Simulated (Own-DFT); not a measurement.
Simulation results for GaP (zincblende, atoms displaced)

Computed with Own-DFT development build. A calculation, not a measurement: plane-wave PBE density functional theory by an unreviewed code, no spin, of a simulated periodic cell, stress positive in tension, free energy of the whole cell less one offset for each atom, forces on such cells passed a denser k mesh, this cell's mesh not checked; offsets are fitted by least squares, one for each functional and potential file, so energies compare only between cells with the same atoms and settings and are not formation energies; the far tail of each file's local potential was reset to the Coulomb form; each entry is a single point on an unrelaxed cell, so the pressure reflects the starting lattice, mostly measured values (interpolated for alloys), from which strain is counted, and rises with the displacements; printed positions are rounded, which can move forces by about a meV/angstrom; the program, named Own-DFT, is a retired in-house code; no spin-orbit coupling.

Common to all runs: functional PBE; potential files PseudoDojo norm-conserving, scalar-relativistic, standard set; wave cutoff 42 hartree; occupations Fermi-Dirac; smearing width 0.1 eV; k mesh 3 x 3 x 3 centred on Gamma.

(1) 
```cif
# cell vector a (Å): 10.9010 0.0000 0.0000
# cell vector b (Å): 0.0000 10.9010 0.0000
# cell vector c (Å): 0.0000 0.0000 10.9010
data_GaP
_symmetry_space_group_name_H-M 'P 1'
_symmetry_Int_Tables_number 1
_cell_length_a 10.9010
_cell_length_b 10.9010
_cell_length_c 10.9010
_cell_angle_alpha 90.000
_cell_angle_beta 90.000
_cell_angle_gamma 90.000
_cell_volume 1295.39
loop_
_atom_site_label
_atom_site_type_symbol
_atom_site_fract_x
_atom_site_fract_y
_atom_site_fract_z
_atom_site_occupancy
Ga1 Ga 0.96813 0.01781 0.99089 1
Ga2 Ga 0.00083 0.26465 0.26003 1
Ga3 Ga 0.23082 0.00259 0.24829 1
Ga4 Ga 0.25628 0.24506 0.96953 1
P1 P 0.10320 0.12740 0.11719 1
P2 P 0.12755 0.36931 0.37969 1
P3 P 0.36539 0.15297 0.38837 1
P4 P 0.37971 0.37970 0.12213 1
Ga5 Ga 0.98565 0.98970 0.49601 1
Ga6 Ga 0.00365 0.23594 0.74266 1
Ga7 Ga 0.25745 0.97387 0.76239 1
Ga8 Ga 0.24316 0.26251 0.50392 1
P5 P 0.14001 0.14187 0.63611 1
P6 P 0.11418 0.38987 0.86919 1
P7 P 0.37797 0.11609 0.87182 1
P8 P 0.37837 0.38077 0.63554 1
Ga9 Ga 0.98819 0.47592 0.99712 1
Ga10 Ga 0.00886 0.73699 0.27952 1
Ga11 Ga 0.23755 0.50047 0.25479 1
Ga12 Ga 0.24478 0.74798 0.98575 1
P9 P 0.12029 0.63335 0.11383 1
P10 P 0.13510 0.87882 0.36527 1
P11 P 0.37185 0.64931 0.39298 1
P12 P 0.38571 0.87775 0.14232 1
Ga13 Ga 0.99314 0.49129 0.48249 1
Ga14 Ga 0.99525 0.75954 0.75427 1
Ga15 Ga 0.24179 0.49001 0.73421 1
Ga16 Ga 0.23855 0.76024 0.50039 1
P13 P 0.12481 0.60454 0.63392 1
P14 P 0.12747 0.83625 0.89007 1
P15 P 0.39190 0.61415 0.88780 1
P16 P 0.37730 0.87882 0.61925 1
Ga17 Ga 0.51324 0.98332 0.98532 1
Ga18 Ga 0.51740 0.24650 0.26287 1
Ga19 Ga 0.74666 0.98585 0.25719 1
Ga20 Ga 0.74799 0.27475 0.02507 1
P17 P 0.62858 0.09973 0.13668 1
P18 P 0.64632 0.37734 0.36643 1
P19 P 0.86754 0.11615 0.38015 1
P20 P 0.85865 0.35596 0.12678 1
Ga21 Ga 0.48137 0.00531 0.49808 1
Ga22 Ga 0.48596 0.24136 0.74313 1
Ga23 Ga 0.76682 0.99172 0.76436 1
Ga24 Ga 0.74515 0.22392 0.50762 1
P21 P 0.63293 0.11651 0.62493 1
P22 P 0.62591 0.37255 0.87279 1
P23 P 0.87009 0.13796 0.85396 1
P24 P 0.86843 0.38163 0.63424 1
Ga25 Ga 0.50186 0.48956 0.01261 1
Ga26 Ga 0.49209 0.73580 0.25832 1
Ga27 Ga 0.73387 0.50102 0.26965 1
Ga28 Ga 0.75832 0.75906 0.01640 1
P25 P 0.61683 0.61106 0.12696 1
P26 P 0.62209 0.87164 0.36425 1
P27 P 0.87517 0.63240 0.40153 1
P28 P 0.87609 0.88356 0.11709 1
Ga29 Ga 0.50662 0.48885 0.48913 1
Ga30 Ga 0.51610 0.79008 0.75011 1
Ga31 Ga 0.76620 0.51890 0.73846 1
Ga32 Ga 0.76423 0.73480 0.47830 1
P29 P 0.64753 0.64681 0.63197 1
P30 P 0.60828 0.88943 0.88141 1
P31 P 0.87345 0.62537 0.90267 1
P32 P 0.87783 0.86652 0.63652 1
_calc_free_energy_of_cell_above_offsets '-12.444'  # eV
_calc_pressure 7.86  # GPa
_calc_stress_xx -8.43  # GPa
_calc_stress_yy -7.53  # GPa
_calc_stress_zz -7.61  # GPa
_calc_stress_yz -0.2  # GPa
_calc_stress_xz 1.01  # GPa
_calc_stress_xy 1.49  # GPa
```

Force:
```tsv
element	x (eV/Å)	y (eV/Å)	z (eV/Å)
Ga	1.563	-0.445	0.024
Ga	-0.959	-2.254	-1.02
Ga	2.332	2.14	-1.996
Ga	-1.455	1.476	2.251
P	1.3	0.527	0.033
P	-0.627	1.51	-0.752
P	0.849	-2.138	-1.792
P	-1.633	-2.264	1.75
Ga	1.649	0.481	0.903
Ga	-0.169	2.829	0.095
Ga	-1.207	0.85	0.182
Ga	0.929	0.156	1.995
P	0.158	-3.164	-0.981
P	1.254	-2.685	-0.801
P	0.45	-1.186	-0.018
P	0.537	-0.443	-2.117
Ga	-0.306	1.7	1.901
Ga	0.099	0.195	-2.782
Ga	1.248	1.195	-1.116
Ga	6.84	-4.088	4.957
P	-0.861	-1.815	1.885
P	-2.294	-0.554	2.428
P	-0.138	-3.573	-0.255
P	-1.35	0.345	-1.697
Ga	0.7	-0.792	2.89
Ga	0.974	-3.051	0.92
Ga	1.944	0.381	3.111
Ga	-0.192	-0.821	1.871
P	-2.413	3.419	-2.774
P	-4.815	6.943	-4.534
P	-1.208	1.58	-1.9
P	-0.839	-0.774	0.358
Ga	-6.693	6.645	8.207
Ga	-1.286	-0.196	-1.652
Ga	1.413	0.435	-0.687
Ga	-7.238	-6.244	-6.639
P	-0.679	2.444	-1.367
P	-3.294	-4.724	4.748
P	0.82	0.569	-0.999
P	6.953	6.122	6.526
Ga	1.634	0.845	-0.719
Ga	2.046	-0.131	0.521
Ga	-1.849	-0.164	-1.024
Ga	1.275	2.947	-0.577
P	-2.451	-1.546	1.541
P	-0.005	0.174	-0.11
P	-0.812	0.478	2.4
P	1.216	-2.049	-2.042
Ga	0.801	-0.134	-1.992
Ga	1.114	0.6	-1.344
Ga	3.686	4.382	-4.272
Ga	-2.182	-1.417	-0.575
P	1.426	2.032	1.13
P	-0.536	-1.115	2.053
P	5.853	-6.234	-6.724
P	0.719	-0.212	2.454
Ga	-0.221	1.573	1.122
Ga	-1.851	-4.33	-2.195
Ga	-0.844	0.123	2.53
Ga	-7.797	7.604	5.82
P	-2.011	-0.221	-0.931
P	9.468	-4.719	-4.051
P	-0.081	0.17	-2.184
P	-0.958	0.615	-1.986
```

(2) 
```cif
# cell vector a (Å): 10.9010 0.0000 0.0000
# cell vector b (Å): 0.0000 10.9010 0.0000
# cell vector c (Å): 0.0000 0.0000 10.9010
data_GaP
_symmetry_space_group_name_H-M 'P 1'
_symmetry_Int_Tables_number 1
_cell_length_a 10.9010
_cell_length_b 10.9010
_cell_length_c 10.9010
_cell_angle_alpha 90.000
_cell_angle_beta 90.000
_cell_angle_gamma 90.000
_cell_volume 1295.39
loop_
_atom_site_label
_atom_site_type_symbol
_atom_site_fract_x
_atom_site_fract_y
_atom_site_fract_z
_atom_site_occupancy
Ga1 Ga 0.00810 0.99463 0.99814 1
Ga2 Ga 0.99929 0.24678 0.23025 1
Ga3 Ga 0.25327 0.00580 0.26932 1
Ga4 Ga 0.26549 0.23854 0.98093 1
P1 P 0.11876 0.11855 0.11059 1
P2 P 0.13658 0.37972 0.36714 1
P3 P 0.37758 0.12086 0.39387 1
P4 P 0.36255 0.37912 0.12971 1
Ga5 Ga 0.99632 0.01067 0.48287 1
Ga6 Ga 0.01425 0.27284 0.75749 1
Ga7 Ga 0.23098 0.00680 0.74741 1
Ga8 Ga 0.24912 0.22923 0.49570 1
P5 P 0.12398 0.13902 0.63158 1
P6 P 0.13277 0.35769 0.86898 1
P7 P 0.36887 0.14379 0.85811 1
P8 P 0.39170 0.37972 0.61518 1
Ga9 Ga 0.96577 0.49312 0.98593 1
Ga10 Ga 0.98026 0.73481 0.26091 1
Ga11 Ga 0.25694 0.49080 0.24175 1
Ga12 Ga 0.23830 0.76272 0.00520 1
P9 P 0.13489 0.63575 0.11234 1
P10 P 0.12193 0.87891 0.38504 1
P11 P 0.35226 0.61269 0.39164 1
P12 P 0.36481 0.88385 0.14331 1
Ga13 Ga 0.00843 0.47839 0.50704 1
Ga14 Ga 0.02401 0.75216 0.73599 1
Ga15 Ga 0.24780 0.48225 0.77038 1
Ga16 Ga 0.23506 0.70573 0.48708 1
P13 P 0.11959 0.63203 0.62212 1
P14 P 0.14139 0.86851 0.89330 1
P15 P 0.39428 0.64316 0.86742 1
P16 P 0.39891 0.86326 0.62927 1
Ga17 Ga 0.50339 0.99352 0.97258 1
Ga18 Ga 0.47781 0.24277 0.24273 1
Ga19 Ga 0.71932 0.99790 0.26398 1
Ga20 Ga 0.74765 0.23224 0.98812 1
P17 P 0.61773 0.12385 0.14188 1
P18 P 0.65768 0.35536 0.36407 1
P19 P 0.86742 0.11096 0.38472 1
P20 P 0.88748 0.37465 0.11403 1
Ga21 Ga 0.49562 0.01612 0.49878 1
Ga22 Ga 0.50638 0.27041 0.74520 1
Ga23 Ga 0.75537 0.00244 0.74559 1
Ga24 Ga 0.74542 0.24010 0.49991 1
P21 P 0.63623 0.10944 0.63228 1
P22 P 0.62642 0.36125 0.87839 1
P23 P 0.87990 0.14566 0.89425 1
P24 P 0.84828 0.34962 0.62715 1
Ga25 Ga 0.50653 0.47975 0.99488 1
Ga26 Ga 0.50027 0.80025 0.25336 1
Ga27 Ga 0.74534 0.47240 0.26443 1
Ga28 Ga 0.75110 0.76638 0.01014 1
P25 P 0.62123 0.62502 0.14172 1
P26 P 0.63099 0.86889 0.35296 1
P27 P 0.87144 0.61338 0.35434 1
P28 P 0.86297 0.88017 0.11389 1
Ga29 Ga 0.50849 0.50186 0.48418 1
Ga30 Ga 0.51872 0.73972 0.74636 1
Ga31 Ga 0.73879 0.50091 0.74756 1
Ga32 Ga 0.73703 0.74201 0.49193 1
P29 P 0.61709 0.63721 0.63070 1
P30 P 0.63518 0.89060 0.88527 1
P31 P 0.85075 0.62559 0.86624 1
P32 P 0.90097 0.87021 0.63695 1
_calc_free_energy_of_cell_above_offsets '-9.208'  # eV
_calc_pressure 9.01  # GPa
_calc_stress_xx -9.65  # GPa
_calc_stress_yy -8.49  # GPa
_calc_stress_zz -8.88  # GPa
_calc_stress_yz 0.63  # GPa
_calc_stress_xz 1.12  # GPa
_calc_stress_xy 1.29  # GPa
```

Force:
```tsv
element	x (eV/Å)	y (eV/Å)	z (eV/Å)
Ga	-1.889	-0.603	-0.317
Ga	0.447	-0.34	1.541
Ga	-1.484	-0.108	-0.946
Ga	-2.666	1.666	4.18
P	2.463	0.87	1.708
P	-1.115	-2.271	0.52
P	-0.614	1.402	-3.404
P	2.147	-2.463	-2.953
Ga	1.915	-1.774	3.408
Ga	-4.5	-2.945	-3.067
Ga	2.055	-1.319	0.233
Ga	-0.491	3.182	1.073
P	-1.6	-0.901	-1.051
P	0.83	2.894	4.419
P	3.084	-3.484	-2.166
P	-1.569	-0.178	-0.174
Ga	2.885	2.365	-1.454
Ga	3.084	3.607	-3.196
Ga	-1.967	3.456	1.097
Ga	5.268	-2.463	2.357
P	-2.511	-2.683	1.845
P	0.312	-1.538	-0.737
P	5.723	-2.578	-5.241
P	-0.627	0.937	-3.127
Ga	-1.483	0.745	-0.136
Ga	-1.259	0.519	3.758
Ga	2.377	2.952	-2.372
Ga	-2.255	6.236	2.451
P	0.251	-4.626	0.983
P	-3.577	3.409	-5.118
P	-2.378	-2.486	2.289
P	-2.305	1.25	-1.04
Ga	-3.196	2.842	3.071
Ga	0.883	0.423	0.725
Ga	4.984	3.624	-3.095
Ga	-2.776	2.258	4.145
P	-0.54	0.418	-2.637
P	-6.838	-3.112	3.233
P	-1.523	2.192	-3.142
P	-3.18	-1.575	1.904
Ga	2.522	-3.616	2.661
Ga	-0.268	-1.983	-0.882
Ga	2.579	-1.094	1.716
Ga	-0.039	-2.325	0.256
P	-2.247	2.295	-1.5
P	0.92	0.906	-0.075
P	3.79	-3.747	-4.123
P	3.074	2.85	1.559
Ga	-0.614	2.603	1.222
Ga	-3.501	-5.835	-2.788
Ga	3.594	5.465	-5.692
Ga	-2.012	-3.225	-1.066
P	-0.299	-0.328	-0.628
P	1.069	-1.004	8.197
P	-1.667	-2.271	4.132
P	2.552	1.761	3.165
Ga	0.475	-0.252	0.419
Ga	-1.646	4.407	2.848
Ga	-0.161	-0.792	-0.595
Ga	1.933	0.071	0.144
P	2.963	-3.941	-3.973
P	1.669	-2.818	-2.727
P	1.755	1.111	0.214
P	-2.808	1.959	-2.054
```

(3) 
```cif
# cell vector a (Å): 10.9010 0.0000 0.0000
# cell vector b (Å): 0.0000 10.9010 0.0000
# cell vector c (Å): 0.0000 0.0000 10.9010
data_GaP
_symmetry_space_group_name_H-M 'P 1'
_symmetry_Int_Tables_number 1
_cell_length_a 10.9010
_cell_length_b 10.9010
_cell_length_c 10.9010
_cell_angle_alpha 90.000
_cell_angle_beta 90.000
_cell_angle_gamma 90.000
_cell_volume 1295.39
loop_
_atom_site_label
_atom_site_type_symbol
_atom_site_fract_x
_atom_site_fract_y
_atom_site_fract_z
_atom_site_occupancy
Ga1 Ga 0.97972 0.99035 0.00516 1
Ga2 Ga 0.00510 0.24785 0.25892 1
Ga3 Ga 0.25750 0.98992 0.26354 1
Ga4 Ga 0.24789 0.24697 0.00142 1
P1 P 0.11231 0.13046 0.14638 1
P2 P 0.10596 0.36032 0.37541 1
P3 P 0.38460 0.12333 0.36650 1
P4 P 0.36477 0.38313 0.12548 1
Ga5 Ga 0.01736 0.99195 0.48585 1
Ga6 Ga 0.00687 0.25344 0.75449 1
Ga7 Ga 0.25263 0.99358 0.78194 1
Ga8 Ga 0.24108 0.25587 0.49133 1
P5 P 0.12543 0.09864 0.63207 1
P6 P 0.12859 0.37611 0.86899 1
P7 P 0.37239 0.14534 0.86692 1
P8 P 0.37706 0.38280 0.64778 1
Ga9 Ga 0.01159 0.50486 0.01887 1
Ga10 Ga 0.99823 0.75654 0.25844 1
Ga11 Ga 0.25141 0.50461 0.25255 1
Ga12 Ga 0.25042 0.74001 0.00560 1
P9 P 0.13591 0.62129 0.13153 1
P10 P 0.12460 0.83799 0.38267 1
P11 P 0.37505 0.63449 0.34949 1
P12 P 0.35917 0.88961 0.11830 1
Ga13 Ga 0.99041 0.53260 0.49406 1
Ga14 Ga 0.00231 0.75296 0.76988 1
Ga15 Ga 0.25504 0.52511 0.75599 1
Ga16 Ga 0.26092 0.76972 0.49434 1
P13 P 0.13631 0.60246 0.63002 1
P14 P 0.12876 0.86221 0.87043 1
P15 P 0.34703 0.62970 0.86517 1
P16 P 0.37229 0.88583 0.62940 1
Ga17 Ga 0.52635 0.99861 0.98952 1
Ga18 Ga 0.48438 0.26853 0.23446 1
Ga19 Ga 0.75955 0.98451 0.24016 1
Ga20 Ga 0.75777 0.25042 0.01804 1
P17 P 0.61412 0.11770 0.11350 1
P18 P 0.60505 0.36314 0.40185 1
P19 P 0.88341 0.13627 0.36341 1
P20 P 0.88965 0.38088 0.12511 1
Ga21 Ga 0.47786 0.00378 0.49532 1
Ga22 Ga 0.50489 0.23504 0.75528 1
Ga23 Ga 0.74147 0.97520 0.73355 1
Ga24 Ga 0.75628 0.24896 0.52123 1
P21 P 0.60993 0.12697 0.64900 1
P22 P 0.62533 0.38778 0.88747 1
P23 P 0.86433 0.12993 0.87269 1
P24 P 0.88954 0.38356 0.63727 1
Ga25 Ga 0.51529 0.51265 0.00261 1
Ga26 Ga 0.50744 0.75134 0.25987 1
Ga27 Ga 0.72542 0.49408 0.22673 1
Ga28 Ga 0.73031 0.76899 0.01484 1
P25 P 0.61238 0.62143 0.11300 1
P26 P 0.63702 0.89069 0.38794 1
P27 P 0.88851 0.61031 0.37712 1
P28 P 0.89693 0.88888 0.13912 1
Ga29 Ga 0.49979 0.48080 0.48049 1
Ga30 Ga 0.50360 0.74677 0.73348 1
Ga31 Ga 0.76235 0.50817 0.75599 1
Ga32 Ga 0.75599 0.73686 0.50426 1
P29 P 0.62647 0.62768 0.63029 1
P30 P 0.63525 0.87344 0.86516 1
P31 P 0.85431 0.60794 0.87752 1
P32 P 0.86919 0.88710 0.62238 1
_calc_free_energy_of_cell_above_offsets '-12.788'  # eV
_calc_pressure 7.65  # GPa
_calc_stress_xx -7.69  # GPa
_calc_stress_yy -6.92  # GPa
_calc_stress_zz -8.35  # GPa
_calc_stress_yz -1.97  # GPa
_calc_stress_xz -1.36  # GPa
_calc_stress_xy 0.06  # GPa
```

Force:
```tsv
element	x (eV/Å)	y (eV/Å)	z (eV/Å)
Ga	3.078	3.445	-3.593
Ga	-1.762	1.189	-2.024
Ga	-1.758	0.719	0.022
Ga	-1.053	0.333	0.559
P	2.29	-2.569	-2.733
P	2.258	4.205	1.788
P	-1.597	1.652	-0.378
P	0.115	0.958	-1.723
Ga	-1.362	0.529	0.393
Ga	-0.075	-1.481	-0.273
Ga	0.378	1.17	-1.923
Ga	1.043	-1.044	1.872
P	0.569	1.788	-0.042
P	0.468	0.768	1.453
P	-0.639	-2.731	2.352
P	0.122	-0.513	-2.046
Ga	-0.468	-0.323	-2.722
Ga	-0.297	-2.721	-1.219
Ga	-1.018	-1.756	0.827
Ga	-0.252	1.5	0.297
P	-1.531	1.407	0.348
P	-0.527	4.112	-0.966
P	-0.143	-0.852	3.451
P	2.383	-1.321	-0.901
Ga	5.573	-5.852	6.156
Ga	-2.251	-2.201	-2.469
Ga	-2.052	-6.824	-2.255
Ga	1.953	-3.468	2.484
P	-2.374	3.88	-2.644
P	-0.165	1.065	3.387
P	6.78	3.844	4.277
P	0.097	-0.479	0.505
Ga	-3.477	-0.569	-1.39
Ga	1.678	-2.027	1.41
Ga	-2.001	2.966	1.69
Ga	-0.449	0.236	-1.136
P	2.151	2.111	2.921
P	5.408	-4.59	-5.446
P	-2.351	-2.41	2.265
P	-1.521	-0.855	1.403
Ga	2.251	0.16	1.217
Ga	-1.219	5.282	1.603
Ga	-0.27	3.805	1.066
Ga	0.163	-0.249	-0.039
P	3.285	-3.207	-4.335
P	0.815	-1.839	-1.132
P	0.263	-0.955	-0.075
P	-0.928	0.181	-1.384
Ga	-4.966	-2.932	-3.341
Ga	0.781	2.077	-1.407
Ga	1.705	-1.422	1.965
Ga	2.211	-1.344	-0.294
P	2.163	4.675	3.698
P	-0.525	-1.598	-0.426
P	-6.704	4.554	-6.42
P	-2.23	-3.987	0.438
Ga	-5.183	6.047	4.706
Ga	-1.443	0.664	1.418
Ga	-3.432	-3.282	-3.274
Ga	0.223	1.026	-0.092
P	0.482	-2.095	-1.568
P	-1.992	-1.295	0.743
P	4.382	5.024	4.851
P	2.95	-2.585	-1.896
```

(4) 
```cif
# cell vector a (Å): 10.9010 0.0000 0.0000
# cell vector b (Å): 0.0000 10.9010 0.0000
# cell vector c (Å): 0.0000 0.0000 10.9010
data_GaP
_symmetry_space_group_name_H-M 'P 1'
_symmetry_Int_Tables_number 1
_cell_length_a 10.9010
_cell_length_b 10.9010
_cell_length_c 10.9010
_cell_angle_alpha 90.000
_cell_angle_beta 90.000
_cell_angle_gamma 90.000
_cell_volume 1295.39
loop_
_atom_site_label
_atom_site_type_symbol
_atom_site_fract_x
_atom_site_fract_y
_atom_site_fract_z
_atom_site_occupancy
Ga1 Ga 0.02017 0.98494 0.99442 1
Ga2 Ga 0.98087 0.25670 0.24747 1
Ga3 Ga 0.25281 0.99679 0.22046 1
Ga4 Ga 0.24005 0.25169 0.99615 1
P1 P 0.11644 0.12351 0.13922 1
P2 P 0.14592 0.38368 0.36772 1
P3 P 0.37100 0.11819 0.37684 1
P4 P 0.37673 0.37237 0.12313 1
Ga5 Ga 0.01934 0.02873 0.49361 1
Ga6 Ga 0.01307 0.26799 0.76910 1
Ga7 Ga 0.24730 0.97284 0.73861 1
Ga8 Ga 0.26081 0.24309 0.51251 1
P5 P 0.14205 0.10316 0.63680 1
P6 P 0.14963 0.38371 0.85258 1
P7 P 0.36575 0.09561 0.88784 1
P8 P 0.39137 0.35844 0.62303 1
Ga9 Ga 0.99496 0.48323 0.00284 1
Ga10 Ga 0.00780 0.75466 0.25293 1
Ga11 Ga 0.21764 0.50255 0.25321 1
Ga12 Ga 0.26214 0.76267 0.99548 1
P9 P 0.12870 0.62646 0.11836 1
P10 P 0.14481 0.88627 0.38803 1
P11 P 0.38367 0.62798 0.37709 1
P12 P 0.35190 0.86771 0.11209 1
Ga13 Ga 0.00540 0.49483 0.50461 1
Ga14 Ga 0.98430 0.75058 0.75879 1
Ga15 Ga 0.27016 0.51635 0.74416 1
Ga16 Ga 0.26614 0.75473 0.50299 1
P13 P 0.14262 0.63696 0.64526 1
P14 P 0.12784 0.91860 0.85536 1
P15 P 0.36623 0.60141 0.87616 1
P16 P 0.37159 0.86743 0.60574 1
Ga17 Ga 0.49178 0.99557 0.97931 1
Ga18 Ga 0.49925 0.27460 0.23280 1
Ga19 Ga 0.74033 0.99935 0.23537 1
Ga20 Ga 0.76124 0.25883 0.99089 1
P17 P 0.62824 0.13391 0.12278 1
P18 P 0.61586 0.38694 0.35994 1
P19 P 0.89985 0.15503 0.36325 1
P20 P 0.88636 0.38038 0.13949 1
Ga21 Ga 0.51347 0.96493 0.49023 1
Ga22 Ga 0.50368 0.24787 0.75242 1
Ga23 Ga 0.73704 0.00647 0.76615 1
Ga24 Ga 0.73738 0.26184 0.50453 1
P21 P 0.63060 0.12357 0.60193 1
P22 P 0.61458 0.38974 0.86507 1
P23 P 0.85953 0.13903 0.88014 1
P24 P 0.86622 0.37002 0.64222 1
Ga25 Ga 0.48463 0.50188 0.99691 1
Ga26 Ga 0.49458 0.74620 0.25974 1
Ga27 Ga 0.76151 0.52154 0.24162 1
Ga28 Ga 0.75657 0.75722 0.99076 1
P25 P 0.61748 0.63236 0.13002 1
P26 P 0.61725 0.85964 0.39033 1
P27 P 0.86989 0.63820 0.40277 1
P28 P 0.85441 0.89202 0.14412 1
Ga29 Ga 0.50051 0.50223 0.50358 1
Ga30 Ga 0.49579 0.75530 0.74303 1
Ga31 Ga 0.76363 0.51848 0.73332 1
Ga32 Ga 0.75034 0.76327 0.50865 1
P29 P 0.62701 0.59750 0.60705 1
P30 P 0.63036 0.87877 0.86521 1
P31 P 0.86786 0.64167 0.86247 1
P32 P 0.87384 0.86292 0.63405 1
_calc_free_energy_of_cell_above_offsets '-10.103'  # eV
_calc_pressure 8.59  # GPa
_calc_stress_xx -8.58  # GPa
_calc_stress_yy -8.04  # GPa
_calc_stress_zz -9.17  # GPa
_calc_stress_yz 0.68  # GPa
_calc_stress_xz 0.22  # GPa
_calc_stress_xy 0.18  # GPa
```

Force:
```tsv
element	x (eV/Å)	y (eV/Å)	z (eV/Å)
Ga	-3.54	3.005	3.438
Ga	6.742	2.655	-2.897
Ga	-0.419	1.341	3.649
Ga	0.603	-0.871	0.691
P	-0.502	1.102	-2.114
P	-3.757	-4.649	4.661
P	1.28	-0.298	-1.356
P	-3.318	1.773	-1.526
Ga	-1.034	-1.387	-0.584
Ga	-1.757	-2.581	-1.515
Ga	6.768	2.172	-3.504
Ga	-0.66	-0.628	-0.977
P	-1.561	4.237	-0.504
P	-0.632	0.457	2.484
P	-2.591	4.087	-3.694
P	-1.142	2.118	0.095
Ga	1.542	1.781	-1.59
Ga	-0.482	0.348	1.153
Ga	4.712	3.434	-3.116
Ga	-3.835	-4.024	-4.27
P	-1.273	0.949	-1.041
P	-1.068	-0.358	-1.823
P	-2.229	-1.444	0.342
P	6.084	1.939	3.058
Ga	0.138	0.353	0.539
Ga	4.034	1.667	-1.328
Ga	-1.303	-3.315	-3.692
Ga	-3.108	-3.229	-2.418
P	-1.83	0.312	-1.777
P	-3.929	-6.954	3.424
P	1.999	5.724	2.118
P	2.916	2.202	3.955
Ga	3.306	-1.963	3.522
Ga	1.182	-3.431	2.212
Ga	-3.175	3.656	4.068
Ga	-2.734	2.198	2.174
P	-1.054	0.054	-0.846
P	1.656	0.358	0.802
P	-5.886	-5.803	6.717
P	-2.951	1.48	-2.543
Ga	-4.049	6.499	3.131
Ga	0.432	-1.774	0.542
Ga	1.985	1.809	-3.107
Ga	1.254	0.831	-1.977
P	-1.407	-1.839	2.226
P	1.646	-0.134	0.76
P	3.644	-2.337	-1.579
P	1.935	-0.361	-1.411
Ga	2.184	-0.915	1.567
Ga	0.159	0.851	-1.379
Ga	-0.615	-0.116	1.668
Ga	-1.246	0.485	1.894
P	0.489	0.021	-1.835
P	4.077	-2.007	-5.486
P	1.733	-1.274	-2.59
P	5.453	-4.876	-4.328
Ga	-1.932	-2.239	-2.323
Ga	0.428	-1.606	-0.156
Ga	-1.33	-0.867	1.277
Ga	-0.775	-1.385	0.855
P	1.305	4.528	2.138
P	-2.144	-1.933	1.461
P	-0.289	-3.209	3.105
P	-0.13	3.379	-0.442
```
